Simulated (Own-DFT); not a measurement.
# One host, several defects: zincblende GaAs

No measurement is shown. These are fixed-geometry runs of a retired plane-wave code named Own-DFT, which no person has reviewed; spin and spin-orbit coupling are neglected.

Settings: PBE; PseudoDojo norm-conserving scalar-relativistic files; cutoff 42 hartree; 3 x 3 x 3 k mesh centred on Gamma; Fermi-Dirac smearing of 0.1 eV.

Known weak points (not all hold for every row): not probed for a lower state with spin; forces not confirmed at this smearing and k mesh; stress not checked against mesh or cutoff.

All runs share one cell, with vectors in Å (11.737, 0.000, 0.000); (0.000, 11.737, 0.000); (0.000, 0.000, 10.919) and a volume of 1504.3 Å³, strained against the parent crystal. u is the rms random offset of the atoms per axis. The defect's site can differ from row to row.

| cell | formula | u (Å) | P (GPa) |
|---|---|---|---|
| no defect | As32Ga32 | 0.0298 | 0.78 |
| no defect | As32Ga32 | 0.0321 | 0.80 |
| no defect | As32Ga32 | 0.0479 | 0.93 |
| one P on an As site | As31Ga32P | 0.0308 | 0.51 |
| one P on an As site | As31Ga32P | 0.0509 | 0.85 |
| one P on an As site | As31Ga32P | 0.0530 | 0.92 |
| one As vacancy and one Ga vacancy | As31Ga31 | 0.0298 | 0.47 |
| one As vacancy and one Ga vacancy | As31Ga31 | 0.0315 | 0.41 |
| one As vacancy and one Ga vacancy | As31Ga31 | 0.0506 | 0.75 |
| one As vacancy and one Ga vacancy | As31Ga31 | 0.0535 | ? |
| one Al on a Ga site | AlAs32Ga31 | 0.0306 | 0.74 |
| one Al on a Ga site | AlAs32Ga31 | 0.0474 | 1.00 |
| one Al on a Ga site | AlAs32Ga31 | 0.0500 | 1.02 |
| one In on a Ga site | As32Ga31In | 0.0307 | 1.31 |
| one In on a Ga site | As32Ga31In | 0.0519 | 1.57 |
| one In on a Ga site | As32Ga31In | 0.0529 | 1.87 |

## Analysis

P = P0 + c u² + a shift for each defect gives P0 = 0.57 GPa, c = 194 ± 27 GPa/Å² and a scatter of 0.08 GPa. The shifts, and each times the cell's volume:

- one In on a Ga site: 0.60 ± 0.07 GPa, 5.7 eV
- one Al on a Ga site: -0.01 ± 0.07 GPa, -0.1 eV (not resolved)
- one P on an As site: -0.22 ± 0.07 GPa, -2.0 eV
- one As vacancy and one Ga vacancy: -0.31 ± 0.06 GPa, -2.9 eV

Positive is outwards. The product with the volume (160.2 GPa Å³ to the eV) is nearly free of the cell's size; divided by the bulk modulus at the cell's pressure it gives the volume that the defect adds. The atoms around the defects weren't relaxed, which would change these numbers.

## Withheld run

The question: what pressure belongs in the blank (one As vacancy and one Ga vacancy, u = 0.0535 Å)?

Estimate: 0.81 ± 0.10 GPa. The calculation gave 0.88 GPa.
